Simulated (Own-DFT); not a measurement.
GaP (zincblende, strained, atoms displaced) (calculated)

Computed with Own-DFT development build. A calculation, not a measurement: plane-wave PBE density functional theory by an unreviewed code, no spin, of a simulated periodic cell, stress positive in tension, free energy of the whole cell less one offset for each atom, forces on such cells passed a denser k mesh, this cell's mesh not checked; offsets are fitted by least squares, one for each functional and potential file, so energies compare only between cells with the same atoms and settings and are not formation energies; the far tail of each file's local potential was reset to the Coulomb form; each entry is a single point on an unrelaxed cell, so the pressure reflects the starting lattice, mostly measured values (interpolated for alloys), from which strain is counted, and rises with the displacements; printed positions are rounded, which can move forces by about a meV/angstrom; the program, named Own-DFT, is a retired in-house code; no spin-orbit coupling.

Common to all runs: functional PBE; potential files PseudoDojo norm-conserving, scalar-relativistic, standard set; wave cutoff 42 hartree; occupations Fermi-Dirac; smearing width 0.1 eV; hardware one NVIDIA H100; k mesh 3 x 3 x 3 centred on Gamma.

(1) GaP (zincblende, strained, atoms displaced)

```
GaP
1.0
     10.8620     0.0000     0.0000
      0.0000    10.8620     0.0000
      0.0000     0.0000    10.9361
Ga P Ga P Ga P Ga P Ga P Ga P Ga P Ga P
4 4 4 4 4 4 4 4 4 4 4 4 4 4 4 4
Direct
  0.00192 0.00041 0.99981
  0.00234 0.24903 0.25271
  0.24841 0.00363 0.25073
  0.24786 0.24872 0.99594
  0.12763 0.12298 0.12721
  0.12813 0.37848 0.37595
  0.37504 0.12613 0.37790
  0.38208 0.37554 0.12229
  0.00721 0.99892 0.50118
  0.00226 0.24860 0.74816
  0.24646 0.99574 0.75220
  0.24847 0.25594 0.50087
  0.12341 0.12390 0.62490
  0.12724 0.37717 0.87951
  0.37313 0.12341 0.87572
  0.37414 0.37430 0.62586
  0.00163 0.50294 0.99802
  0.00360 0.74985 0.24853
  0.24777 0.50438 0.25029
  0.25063 0.75223 0.99806
  0.12515 0.62837 0.12857
  0.12018 0.87299 0.37762
  0.37793 0.63139 0.37703
  0.37669 0.88114 0.13119
  0.99996 0.50106 0.50405
  0.99739 0.74667 0.74789
  0.25116 0.50077 0.74779
  0.24868 0.74763 0.50109
  0.12488 0.62420 0.62568
  0.12579 0.87890 0.87435
  0.37827 0.62333 0.87737
  0.37156 0.87384 0.62333
  0.49866 0.00339 0.00150
  0.50168 0.24706 0.24965
  0.75098 0.99862 0.25120
  0.74522 0.24672 0.00339
  0.62041 0.12903 0.12490
  0.62259 0.37086 0.37412
  0.87413 0.12310 0.37703
  0.87721 0.37301 0.12036
  0.50091 0.00132 0.49608
  0.49994 0.24876 0.75369
  0.74735 0.99931 0.74925
  0.74890 0.25029 0.49929
  0.62564 0.12275 0.62062
  0.62281 0.37711 0.87871
  0.87595 0.12447 0.87581
  0.87523 0.36885 0.62936
  0.50017 0.49677 0.99943
  0.49902 0.75401 0.24341
  0.74878 0.50028 0.25234
  0.75178 0.74503 0.00336
  0.62392 0.62702 0.12206
  0.62772 0.87959 0.37088
  0.87360 0.62583 0.37545
  0.87607 0.87467 0.12558
  0.49597 0.49591 0.50340
  0.49576 0.75891 0.75029
  0.74453 0.49895 0.74958
  0.75729 0.74865 0.50469
  0.62764 0.63018 0.62825
  0.62626 0.87496 0.87411
  0.87778 0.61937 0.87657
  0.87837 0.87836 0.62576
```

* free energy of cell above offsets: -35.032 eV
* pressure: 3.21 GPa
* stress xx: -3.39 GPa
* stress yy: -3.37 GPa
* stress zz: -2.89 GPa
* stress yz: 0.26 GPa
* stress xz: 0.17 GPa
* stress xy: 0.22 GPa
* wall time: 526.1 s

Force:
```tsv
element	x (eV/Å)	y (eV/Å)	z (eV/Å)
Ga	-0.244	0.039	0.199
Ga	-0.238	0.104	-0.105
Ga	0.105	-0.397	0.692
Ga	0.468	0.125	0.734
P	-0.356	0.478	-0.354
P	-0.521	-0.014	-0.081
P	-0.357	0.262	-0.202
P	-1.205	-0.273	0.587
Ga	-0.895	0.229	-0.119
Ga	0.011	0.031	0.748
Ga	0.548	0.615	-0.546
Ga	0.097	-0.643	0.008
P	0.725	0.284	0.079
P	-0.189	-0.089	-0.878
P	-0.053	-0.074	-0.333
P	0.069	-0.178	0.422
Ga	0.191	-0.318	0.665
Ga	-0.745	0.122	0.358
Ga	0.935	-0.203	-0.024
Ga	0.256	0.095	0.364
P	0.165	-0.203	-0.814
P	0.931	0.07	-0.374
P	-0.041	-0.603	-0.318
P	-0.576	-0.223	-0.939
Ga	-0.365	-0.328	-0.264
Ga	0.159	0.34	0.423
Ga	0.026	0.011	0.522
Ga	-0.092	0.2	-0.171
P	0.047	0.048	0.097
P	-0.544	-0.988	0.18
P	-0.324	0.388	-0.401
P	0.088	0.543	-0.163
Ga	0.207	-0.349	-0.179
Ga	-0.596	0.319	0.217
Ga	0.092	0.545	-0.524
Ga	0.561	0.34	-0.479
P	0.656	-0.924	0.205
P	0.126	0.563	0.261
P	0.402	0.113	-0.044
P	-0.15	0.228	0.638
Ga	-0.129	-0.385	0.204
Ga	0.15	-0.101	-0.317
Ga	0.359	0.181	0.06
Ga	0.211	-0.083	-0.001
P	-0.257	0.332	0.615
P	0.353	-0.57	-0.474
P	-0.292	0.078	-0.057
P	-0.292	0.763	-0.443
Ga	0.127	0.618	0.155
Ga	0.493	-0.171	0.742
Ga	0.054	-0.224	-0.407
Ga	0.201	0.468	-0.539
P	-0.109	-0.533	0.448
P	-0.22	-1.012	0.656
P	0.461	-0.205	-0.062
P	0.044	-0.001	-0.156
Ga	0.663	0.689	-0.322
Ga	0.292	-0.734	0.155
Ga	0.503	-0.094	0.133
Ga	-0.55	0.535	-0.438
P	-0.683	-0.316	-0.27
P	-0.092	0.073	0.601
P	-0.573	0.554	-0.468
P	-0.089	-0.149	0.095
```

(2) GaP (zincblende, strained, atoms displaced)

```
GaP
1.0
     10.8620     0.0000     0.0000
      0.0000    10.8620     0.0000
      0.0000     0.0000    10.9361
Ga P Ga P Ga P Ga P Ga P Ga P Ga P Ga P
4 4 4 4 4 4 4 4 4 4 4 4 4 4 4 4
Direct
  0.00110 0.99862 0.00447
  0.99926 0.25469 0.25198
  0.24838 0.99543 0.25105
  0.25082 0.24840 0.99870
  0.12303 0.12643 0.12285
  0.12798 0.37373 0.37750
  0.37873 0.12477 0.37494
  0.37382 0.37568 0.12662
  0.99884 0.00159 0.50153
  0.99635 0.24758 0.74794
  0.25324 0.99730 0.75230
  0.25075 0.24786 0.49817
  0.12175 0.12094 0.62163
  0.12754 0.37659 0.87655
  0.37581 0.12486 0.87318
  0.37802 0.37576 0.62733
  0.99586 0.49964 0.00148
  0.00224 0.74667 0.24939
  0.24600 0.50482 0.25023
  0.24640 0.74774 0.99790
  0.12395 0.62597 0.13250
  0.12348 0.87270 0.37352
  0.37342 0.62303 0.37281
  0.37445 0.87385 0.12522
  0.00299 0.50213 0.50021
  0.99934 0.74890 0.75206
  0.25275 0.49739 0.74598
  0.24712 0.75124 0.49619
  0.12421 0.62331 0.62689
  0.12265 0.87686 0.87860
  0.37763 0.62855 0.87692
  0.37380 0.87949 0.62746
  0.49592 0.00633 0.99921
  0.49684 0.24571 0.25013
  0.75283 0.99664 0.25011
  0.75015 0.24660 0.00079
  0.62613 0.12128 0.12528
  0.62260 0.37444 0.37168
  0.87206 0.12176 0.37672
  0.87681 0.37171 0.12679
  0.50162 0.00203 0.50143
  0.49842 0.25164 0.74549
  0.75069 0.99929 0.75155
  0.75105 0.24922 0.50379
  0.62444 0.12919 0.62398
  0.62555 0.37801 0.87773
  0.87838 0.12641 0.87538
  0.87833 0.37544 0.62797
  0.49946 0.50006 0.00017
  0.50078 0.74756 0.24768
  0.75016 0.50342 0.24842
  0.74212 0.75098 0.99854
  0.62848 0.62546 0.13130
  0.62016 0.87636 0.37159
  0.87216 0.62827 0.37653
  0.87213 0.87599 0.12597
  0.49855 0.50156 0.50267
  0.49673 0.75341 0.75007
  0.75179 0.49969 0.74889
  0.74860 0.75553 0.50006
  0.62370 0.62171 0.62105
  0.62720 0.87635 0.87357
  0.87577 0.61988 0.87810
  0.87848 0.87795 0.62406
```

* free energy of cell above offsets: -35.132 eV
* pressure: 3.18 GPa
* stress xx: -3.35 GPa
* stress yy: -3.34 GPa
* stress zz: -2.85 GPa
* stress yz: 0.25 GPa
* stress xz: -0.02 GPa
* stress xy: 0.31 GPa
* wall time: 506.5 s

Force:
```tsv
element	x (eV/Å)	y (eV/Å)	z (eV/Å)
Ga	-0.403	0.223	-0.164
Ga	0.174	-0.724	0.262
Ga	0.114	0.55	-0.166
Ga	-0.004	0.253	0.124
P	0.333	-0.041	0.675
P	-0.248	0.343	-0.192
P	-0.743	-0.429	0.083
P	-0.126	-0.036	-0.091
Ga	0.099	-0.341	-0.684
Ga	0.843	0.242	0.282
Ga	-0.772	0.388	0.016
Ga	0.189	-0.062	0.404
P	0.762	0.468	0.664
P	-0.341	-0.18	-0.333
P	-0.157	0.423	-0.198
P	-0.534	-0.212	-0.724
Ga	0.767	-0.274	0.337
Ga	-0.832	0.561	0.295
Ga	0.434	-0.854	0.178
Ga	0.151	0.166	0.447
P	-0.129	-0.242	-1.429
P	-0.309	0.406	0.239
P	0.195	0.363	0.401
P	-0.007	-0.033	-0.36
Ga	-0.408	-0.17	-0.141
Ga	-0.039	0.019	0.088
Ga	-0.127	0.4	0.73
Ga	0.337	-0.198	0.486
P	0.355	0.435	-0.102
P	0.152	-0.286	-0.389
P	-0.409	-0.45	-0.291
P	0.094	-0.59	-0.732
Ga	0.438	-0.792	0.176
Ga	0.492	0.461	-0.346
Ga	-0.468	0.245	0.166
Ga	-0.057	0.237	-0.04
P	-0.094	0.269	0.101
P	0.252	0.036	0.41
P	0.317	0.495	-0.161
P	-0.567	0.45	-0.147
Ga	-0.049	-0.077	-0.038
Ga	0.478	-0.015	0.832
Ga	0.19	0.438	-0.245
Ga	-0.007	0.537	-0.541
P	0.189	-0.593	0.418
P	0.011	-0.49	-0.356
P	-0.347	-0.475	0.18
P	-0.276	0.11	-0.583
Ga	0.123	0.168	0.422
Ga	-0.377	0.173	0.25
Ga	0.372	-0.724	0.537
Ga	0.787	-0.246	0.222
P	-0.593	-0.018	-1.064
P	0.315	-0.068	0.394
P	0.36	-0.266	0.027
P	0.41	-0.682	-0.302
Ga	0.033	-0.403	-0.773
Ga	0.545	-0.243	-0.195
Ga	-0.256	-0.01	0.086
Ga	-0.177	-0.113	0.005
P	0.289	0.835	0.679
P	-0.769	0.184	0.054
P	-0.507	0.91	-0.256
P	-0.47	-0.447	0.371
```

(3) GaP (zincblende, strained, atoms displaced)

```
GaP
1.0
     10.8620     0.0000     0.0000
      0.0000    10.8620     0.0000
      0.0000     0.0000    10.9361
Ga P Ga P Ga P Ga P Ga P Ga P Ga P Ga P
4 4 4 4 4 4 4 4 4 4 4 4 4 4 4 4
Direct
  0.99991 0.00325 0.99798
  0.00069 0.25355 0.25272
  0.25534 0.99708 0.24673
  0.25093 0.24834 0.99881
  0.12540 0.12285 0.12381
  0.12071 0.37381 0.37538
  0.37276 0.12712 0.37285
  0.37359 0.37349 0.11697
  0.99954 0.99887 0.49487
  0.00020 0.25238 0.74781
  0.24892 0.00319 0.75218
  0.25198 0.24665 0.49688
  0.12098 0.12635 0.63100
  0.12313 0.37434 0.87072
  0.37577 0.11763 0.87454
  0.37758 0.37767 0.62929
  0.99933 0.50470 0.99518
  0.99744 0.75327 0.24803
  0.24734 0.49621 0.24918
  0.25141 0.75481 0.99658
  0.12698 0.62186 0.12462
  0.12498 0.87946 0.37006
  0.37342 0.62627 0.37587
  0.37421 0.87779 0.12861
  0.00326 0.50115 0.49872
  0.00238 0.74903 0.74875
  0.24571 0.50302 0.74745
  0.25150 0.74940 0.50311
  0.12383 0.62697 0.62520
  0.13244 0.87369 0.87485
  0.37575 0.62200 0.87257
  0.37460 0.87622 0.62568
  0.49903 0.99802 0.00691
  0.49796 0.25226 0.25388
  0.74646 0.00211 0.25395
  0.75537 0.25427 0.99775
  0.62449 0.12695 0.12601
  0.62923 0.37438 0.37320
  0.87492 0.12187 0.37840
  0.87735 0.37422 0.12720
  0.49763 0.00393 0.49738
  0.49614 0.25078 0.74622
  0.74588 0.99614 0.75313
  0.75192 0.25414 0.50304
  0.62038 0.12567 0.62519
  0.62647 0.37853 0.87762
  0.87415 0.12608 0.87667
  0.87409 0.37471 0.62605
  0.50162 0.49783 0.00458
  0.49732 0.75064 0.24751
  0.75365 0.49756 0.24744
  0.75160 0.75196 0.00100
  0.62441 0.62542 0.13124
  0.62579 0.87127 0.37544
  0.87680 0.62495 0.37985
  0.87671 0.87706 0.12998
  0.49579 0.50459 0.50267
  0.50006 0.74973 0.75545
  0.75456 0.49751 0.75011
  0.75442 0.75167 0.49710
  0.62271 0.62575 0.62176
  0.62945 0.87759 0.87485
  0.87517 0.63124 0.87153
  0.87366 0.87061 0.62410
```

- free energy of cell above offsets: -34.876 eV
- pressure: 3.24 GPa
- stress xx: -3.43 GPa
- stress yy: -3.4 GPa
- stress zz: -2.88 GPa
- stress yz: -0.05 GPa
- stress xz: -0.23 GPa
- stress xy: 0.23 GPa
- wall time: 509.3 s

Force:
```tsv
element	x (eV/Å)	y (eV/Å)	z (eV/Å)
Ga	0.134	-0.572	0.11
Ga	-0.211	-0.986	-0.266
Ga	-0.866	0.792	0.431
Ga	-0.335	-0.319	-0.495
P	0.093	0.438	0.325
P	0.832	0.06	0.269
P	0.173	-0.37	-0.128
P	0.034	-0.02	1.176
Ga	0.18	-0.077	0.866
Ga	-0.443	-0.168	0.367
Ga	0.054	-0.358	-0.52
Ga	-0.46	0.479	0.879
P	0.415	-0.352	-1.042
P	0.235	0.211	0.477
P	0.275	0.877	0.294
P	-0.861	-0.057	-0.802
Ga	0.048	-0.325	0.215
Ga	0.523	-0.688	0.303
Ga	0.359	0.079	0.016
Ga	0.355	-0.952	0.598
P	-0.214	0.733	-0.175
P	0.392	-0.667	0.454
P	-0.231	-0.267	-0.39
P	0.307	-0.858	-0.702
Ga	-0.349	-0.093	0.42
Ga	0.03	0.546	0.145
Ga	0.252	-0.3	0.219
Ga	-0.298	0.488	-0.411
P	0.111	-0.183	-0.314
P	-1.251	0.438	-0.236
P	-0.057	0.165	0.637
P	0.108	0.143	0.128
Ga	0.51	0.238	-0.532
Ga	0.242	0.116	-0.605
Ga	0.062	-0.113	-0.232
Ga	-0.593	-0.255	0.412
P	0.129	0.233	-0.029
P	-0.59	0.422	0.438
P	-0.208	0.818	-0.304
P	0.251	0.33	-0.598
Ga	0.165	-0.527	0.097
Ga	0.464	-0.215	0.953
Ga	0.661	0.786	-0.798
Ga	-0.347	-0.687	-0.226
P	0.628	0.001	-0.048
P	-0.1	-0.449	-0.406
P	0.075	-0.116	-0.641
P	0.557	0.303	-0.231
Ga	0.093	0.566	-0.38
Ga	0.149	-0.048	0.582
Ga	-0.064	0.359	0.525
Ga	-0.071	0	0.338
P	0.234	-0.014	-0.731
P	-0.423	0.472	-0.046
P	0.053	-0.096	-0.891
P	-0.464	0.349	-0.723
Ga	0.536	-0.486	-0.452
Ga	0.22	0.113	-0.578
Ga	-0.702	0.636	-0.082
Ga	-0.666	-0.441	0.378
P	0.618	0.205	0.544
P	-1.006	-0.61	0.866
P	-0.12	-0.488	0.312
P	0.376	0.765	0.243
```

(4) GaP (zincblende, strained, atoms displaced)

```
GaP
1.0
     10.8620     0.0000     0.0000
      0.0000    10.8620     0.0000
      0.0000     0.0000    10.9361
Ga P Ga P Ga P Ga P Ga P Ga P Ga P Ga P
4 4 4 4 4 4 4 4 4 4 4 4 4 4 4 4
Direct
  0.00045 0.99494 0.99207
  0.00176 0.25464 0.25167
  0.25061 0.99900 0.25349
  0.25145 0.25231 0.00013
  0.12642 0.12799 0.12707
  0.12778 0.37393 0.37460
  0.37700 0.12395 0.37322
  0.37508 0.37279 0.12814
  0.99775 0.00022 0.49876
  0.99654 0.24494 0.75141
  0.25238 0.99632 0.74614
  0.24799 0.24788 0.50310
  0.12283 0.12662 0.62576
  0.12450 0.37926 0.87676
  0.37723 0.12337 0.87134
  0.37492 0.37932 0.62294
  0.99629 0.49775 0.00346
  0.99804 0.75152 0.24840
  0.24770 0.50235 0.24821
  0.24658 0.75141 0.99731
  0.12677 0.62675 0.12392
  0.12815 0.87742 0.37413
  0.37774 0.62782 0.37250
  0.37476 0.87464 0.12183
  0.99701 0.49913 0.49501
  0.99770 0.74956 0.74618
  0.25052 0.50164 0.75283
  0.24681 0.75360 0.49969
  0.12909 0.63115 0.62336
  0.12289 0.87662 0.87594
  0.37152 0.62466 0.87572
  0.37260 0.87336 0.62926
  0.49757 0.00379 0.99835
  0.49683 0.25080 0.25518
  0.75303 0.00570 0.24690
  0.74980 0.24786 0.00341
  0.62696 0.12578 0.12763
  0.62690 0.37358 0.37855
  0.87341 0.11488 0.37329
  0.88150 0.37076 0.12766
  0.49716 0.00012 0.49617
  0.49544 0.25233 0.74653
  0.74660 0.99784 0.74814
  0.74877 0.25036 0.49897
  0.62720 0.12729 0.62748
  0.62835 0.37469 0.87175
  0.87758 0.12745 0.87542
  0.88001 0.37311 0.62605
  0.50110 0.49755 0.99812
  0.50037 0.75319 0.25041
  0.74997 0.50123 0.24988
  0.75266 0.74809 0.00062
  0.63131 0.62455 0.12443
  0.62711 0.86958 0.37752
  0.86794 0.62727 0.37242
  0.87615 0.87574 0.12388
  0.50296 0.50016 0.49839
  0.50291 0.74227 0.74885
  0.74636 0.50198 0.75066
  0.74818 0.74896 0.49462
  0.62908 0.62702 0.62746
  0.62209 0.87490 0.87585
  0.87266 0.62039 0.87491
  0.87686 0.87511 0.62281
```

* free energy of cell above offsets: -34.880 eV
* pressure: 3.25 GPa
* stress xx: -3.4 GPa
* stress yy: -3.39 GPa
* stress zz: -2.95 GPa
* stress yz: 0.69 GPa
* stress xz: -0.01 GPa
* stress xy: 0.31 GPa
* wall time: 544.5 s

Force:
```tsv
element	x (eV/Å)	y (eV/Å)	z (eV/Å)
Ga	-0.111	0.97	1.142
Ga	0.122	-1.086	0.351
Ga	0.104	0.261	-0.826
Ga	-0.087	-0.304	-0.169
P	-0.174	-0.535	-0.345
P	-0.089	0.318	0.199
P	-0.554	0.105	0.485
P	0.178	0.431	-0.26
Ga	0.543	-0.167	0.153
Ga	0.707	0.816	0.064
Ga	-0.562	0.506	0.515
Ga	0.377	0.173	-0.224
P	0.117	-0.525	0.004
P	-0.129	-0.562	-0.242
P	-0.58	0.472	0.107
P	-0.241	-0.155	0.03
Ga	0.441	0.357	-0.218
Ga	0.312	-0.029	0.176
Ga	0.428	-0.075	0.2
Ga	0.253	0.054	0.151
P	-0.588	-0.072	0.019
P	-0.739	-0.258	0.115
P	-0.392	-0.218	0.33
P	-0.039	0.186	0.233
Ga	0.376	0.38	0.381
Ga	0.139	-0.151	0.454
Ga	-0.3	-0.016	-0.45
Ga	0.699	-0.085	-0.209
P	-0.677	-0.962	0.024
P	0.403	-0.533	-0.926
P	0.558	0.036	0.166
P	0.795	-0.3	-0.781
Ga	0.357	-0.262	0.267
Ga	0.578	0.099	-0.371
Ga	-0.518	-1.244	-0.006
Ga	0.253	0.324	-0.276
P	-0.743	0.146	-0.15
P	-0.115	0.257	-0.592
P	0.398	1.751	0.298
P	-1.16	0.48	-0.047
Ga	0.52	-0.256	0.769
Ga	0.477	-0.04	0.145
Ga	0.407	0.095	0.31
Ga	0.668	-0.418	0.297
P	-0.593	-0.203	-0.527
P	-0.495	-0.38	0.397
P	-0.822	-0.767	0.127
P	-0.687	0.306	-0.185
Ga	0.065	0.133	0.294
Ga	0.242	-0.287	-0.479
Ga	0.05	-0.656	-0.209
Ga	-0.097	0.333	-0.273
P	-0.971	-0.004	-0.031
P	-0.365	1.239	-0.722
P	1.005	-0.282	0.046
P	-0.103	0.13	-0.201
Ga	-0.1	0.405	0.144
Ga	-0.498	0.72	0.432
Ga	0.686	-0.497	-0.287
Ga	0.379	0.119	0.994
P	-0.221	-0.356	-0.78
P	0.255	-0.255	0.037
P	0.425	0.467	-0.039
P	-0.565	-0.131	-0.033
```

(5) GaP (zincblende, strained, atoms displaced)

```
GaP
1.0
     10.8620     0.0000     0.0000
      0.0000    10.8620     0.0000
      0.0000     0.0000    10.9361
Ga P Ga P Ga P Ga P Ga P Ga P Ga P Ga P
4 4 4 4 4 4 4 4 4 4 4 4 4 4 4 4
Direct
  0.00489 0.99753 0.99728
  0.00005 0.25038 0.24869
  0.25382 0.00338 0.25310
  0.25210 0.24668 0.99570
  0.12187 0.12175 0.12524
  0.12171 0.37169 0.37732
  0.37228 0.12497 0.37225
  0.37484 0.37374 0.12507
  0.99867 0.00220 0.49903
  0.99832 0.24901 0.74869
  0.24824 0.99939 0.74527
  0.25500 0.24729 0.50453
  0.12683 0.12419 0.62373
  0.12454 0.37449 0.87997
  0.37176 0.12777 0.87115
  0.37595 0.37587 0.63043
  0.00242 0.50459 0.99814
  0.99921 0.74963 0.25259
  0.25011 0.49985 0.24850
  0.25478 0.74936 0.00005
  0.12680 0.62541 0.12419
  0.12193 0.86993 0.37709
  0.37770 0.62450 0.37513
  0.37929 0.87615 0.12820
  0.00345 0.49739 0.49486
  0.99913 0.75483 0.74918
  0.25301 0.50178 0.75163
  0.24678 0.75625 0.49877
  0.12341 0.62862 0.62135
  0.12326 0.88024 0.87665
  0.37084 0.62979 0.87525
  0.37184 0.87509 0.62668
  0.49855 0.00347 0.99742
  0.50001 0.25328 0.24153
  0.74882 0.00127 0.25174
  0.74994 0.24659 0.99426
  0.62459 0.12177 0.12622
  0.62304 0.37459 0.37317
  0.87276 0.12327 0.37070
  0.87180 0.37309 0.12522
  0.49770 0.99858 0.49850
  0.49941 0.25481 0.74985
  0.75288 0.00119 0.74895
  0.75096 0.24581 0.49827
  0.62346 0.12161 0.62465
  0.62871 0.37303 0.87392
  0.87114 0.12871 0.87351
  0.86925 0.37229 0.62565
  0.50121 0.49961 0.00200
  0.49779 0.75369 0.24539
  0.75122 0.49925 0.25268
  0.74981 0.75119 0.00304
  0.62181 0.62397 0.13021
  0.62688 0.87681 0.37073
  0.87344 0.62151 0.37514
  0.87508 0.88166 0.12737
  0.49668 0.50539 0.49996
  0.49728 0.74447 0.74952
  0.74688 0.49865 0.75246
  0.75306 0.74635 0.49783
  0.62609 0.63051 0.62067
  0.62449 0.87502 0.87505
  0.87763 0.63092 0.87125
  0.87554 0.87857 0.62551
```

* free energy of cell above offsets: -34.935 eV
* pressure: 3.23 GPa
* stress xx: -3.4 GPa
* stress yy: -3.39 GPa
* stress zz: -2.91 GPa
* stress yz: -0.42 GPa
* stress xz: -0.01 GPa
* stress xy: 0.39 GPa
* wall time: 505.2 s

Force:
```tsv
element	x (eV/Å)	y (eV/Å)	z (eV/Å)
Ga	-1.085	0.723	0.381
Ga	-0.202	-0.127	-0.084
Ga	-0.947	-0.778	-0.379
Ga	-0.484	0.185	0.768
P	0.664	0.346	-0.038
P	0.999	-0.168	-0.372
P	0.869	0.577	0.385
P	-0.423	0.194	-0.578
Ga	0.065	-0.125	-0.149
Ga	0.203	0.308	0.068
Ga	-0.016	0.103	0.524
Ga	-0.309	0.369	-0.315
P	-0.452	0.197	0.022
P	0.05	0.068	-0.776
P	0.456	-0.447	-0.167
P	-0.037	0.388	-0.73
Ga	-0.545	-0.301	0.223
Ga	-0.234	-0.09	-0.465
Ga	-0.092	-0.137	0.429
Ga	-0.657	0.799	0.446
P	-0.091	0.259	0.171
P	0.141	1.108	-0.475
P	-0.762	0.658	-0.292
P	-0.809	0.486	-0.747
Ga	-0.665	0.169	0.895
Ga	0.36	-0.015	-0.181
Ga	-0.927	0	-0.06
Ga	0.534	-0.802	0.146
P	0.154	-0.417	0.418
P	0.833	-0.933	-0.506
P	0.791	-0.906	0.071
P	0.439	-0.192	-0.265
Ga	0.06	-0.213	-0.052
Ga	0.211	-0.419	0.792
Ga	0.002	-0.056	-0.304
Ga	-0.234	0.217	1.035
P	0.05	0.458	-0.53
P	-0.083	-0.071	0.425
P	0.457	0.316	0.386
P	0.301	0.362	-0.438
Ga	0.098	-0.033	-0.036
Ga	0.433	-0.668	0.019
Ga	-0.553	-0.143	0.18
Ga	-0.474	0.146	-0.026
P	-0.136	0.36	-0.008
P	-0.755	0.348	0.373
P	0.939	-0.846	-0.019
P	0.625	0.409	-0.295
Ga	-0.087	0.062	-0.291
Ga	0.473	-0.463	0.845
Ga	-0.372	-0.247	-0.285
Ga	-0.021	-0.013	0.074
P	0.545	0.063	-0.51
P	-0.296	-0.522	0.6
P	0.466	0.157	-0.09
P	0.162	-0.683	-0.226
Ga	0.53	-0.681	0.136
Ga	0.356	0.777	-0.041
Ga	0.39	0.606	-0.463
Ga	-0.043	0.892	-0.064
P	-0.191	-0.762	0.596
P	-0.081	-0.055	-0.188
P	-0.491	-0.511	0.435
P	-0.106	-0.285	-0.394
```
